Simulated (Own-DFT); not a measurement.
# Biaxial strain at fixed height in wurtzite AlGaN with randomly placed atoms, 72 atoms (Al9Ga27N36)

Source: density functional calculations with Own-DFT, an unreviewed in-house program that is no longer used. Nothing was measured or relaxed, and spin and spin-orbit coupling are left out.

Common settings: PBE; PseudoDojo norm-conserving scalar-relativistic files; cutoff 42 hartree; 4 x 4 x 3 k mesh centred on Gamma; Fermi-Dirac smearing of 0.1 eV.

Limits: forces on such cells passed a denser k mesh, each cell not checked; stress not checked against mesh or cutoff.

Unstrained cell vectors in Å: (9.509, 0.000, 0.000); (-4.755, 8.235, 0.000); (0.000, 0.000, 10.268). The unstrained cell has measured lattice constants (interpolated for alloys), not those of this functional. That, the random moves and any unrelaxed bonds set the pressure at no strain. Each run strains x and y alike by e, as a substrate would, and holds the height along z. All atoms carry random offsets, Gaussian with a width of 0.05 Å per axis. The random placing of the alloy's atoms differs from row to row. Stress is positive in tension.

| e (%) | u (Å) | (s_xx + s_yy)/2 (GPa) | s_zz (GPa) |
|---|---|---|---|
| -2.50 | 0.051 | -24.37 | -10.19 |
| -1.50 | 0.049 | -16.22 | -10.44 |
| -0.75 | 0.046 | -11.76 | -7.74 |
| -0.50 | 0.049 | -10.33 | -8.88 |
| 0.25 | 0.053 | -6.79 | -7.78 |
| 0.75 | 0.053 | ? | ? |
| 1.25 | 0.049 | -1.33 | -5.22 |
| 2.00 | 0.043 | 3.34 | -5.28 |
| 2.25 | 0.051 | 3.31 | -4.60 |
| 2.75 | 0.048 | 5.63 | -3.86 |

## Working it out

With e as a fraction, the in-plane stress is -7.5 + 572 e - 3422 e² GPa (errors 12 and 780, scatter 0.58), and s_zz is -7.6 + 131 e GPa (slope ± 13, scatter 0.68). At e = 0 the first slope is C11 + C12 and the second 2 C13, both with the ions held to the strained lattice and at the cell's own pressure. The term in e² is negative: the layer stiffens under compression and softens under tension. A free layer would change its height as e changes, and the in-plane slope would drop by 2 C13²/C33 to the biaxial modulus. At fixed height, a misfit of 1 % moves the in-plane stress by about 5.7 GPa and s_zz by 1.3 GPa.

## Prediction

Asked: what are the two stresses at e = 0.75 %?

The fitted form gives -3.4 and -6.6 GPa. The hidden result is -4.26 and -5.85 GPa.
